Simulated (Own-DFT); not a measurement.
# Response to strain: wurtzite AlN, 72 atoms (Al36N36)

All numbers below are calculated, not measured. They come from Own-DFT, an in-house plane-wave density functional program, since retired, whose code no person has reviewed. Each row is one single-point run on a periodic cell that was not relaxed, without spin or spin-orbit coupling.

Settings of every run: PBE; PseudoDojo norm-conserving scalar-relativistic files; cutoff 42 hartree; 3 x 3 x 2 k mesh centred on Gamma; Fermi-Dirac smearing of 0.1 eV.

Known limits: forces on such cells moved up to 12 meV/angstrom on a denser k mesh; stress not checked against mesh or cutoff.

Unstrained cell vectors in Å: (9.336, 0.000, 0.000); (-4.668, 8.085, 0.000); (0.000, 0.000, 9.964). The unstrained cell has measured lattice constants (interpolated for alloys), not those of this functional. That, the random moves and any unrelaxed bonds set the pressure at no strain. Each run strains this cell uniformly, with the atoms carried along. Every atom was also moved at random, by a Gaussian of width 0.05 Å on each axis. Strain is the symmetric tensor, in per cent. Stress is positive in tension, and the pressure is minus a third of its trace.

```
run,e_xx (%),e_yy (%),e_zz (%),s_xx (GPa),s_yy (GPa),s_zz (GPa),P (GPa),E (meV/atom)
1,3.00,3.00,0.00,9.80,10.13,-3.38,-5.52,16.1
2,-1.50,-1.50,0.00,-15.25,-17.07,-5.91,12.75,31.5
3,-2.00,-2.00,0.00,-21.31,-15.83,-8.31,15.15,36.6
4,-2.50,-2.50,0.00,-20.69,-22.64,-9.92,17.75,46.7
5,1.75,1.75,0.00,3.20,2.57,-2.49,-1.09,13.8
6,1.50,1.50,0.00,1.24,3.31,-3.00,-0.52,0.0
7,2.00,2.00,0.00,3.23,5.12,-1.83,-2.17,11.4
8,-2.75,-2.75,0.00,-23.99,-29.57,-6.52,20.03,71.0
9,2.25,2.25,0.00,?,?,?,?,?
```

E is the free energy for each atom above the lowest run shown.

## Worked fit

The change of volume is close to e_xx + e_yy + e_zz. A straight line through the runs shown gives P = 6.88 - 220 x (fractional change of volume) GPa, with an error of 6 on the slope and a scatter of 0.79 GPa. The strain isn't the same on all axes and the cell isn't cubic, so the slope belongs to this path and is not the bulk modulus.

## Withheld run

Question: what pressure should run 9 give? Its volume changes by 4.55 %.

The line gives -3.1 GPa. The calculation gave -3.10 GPa.
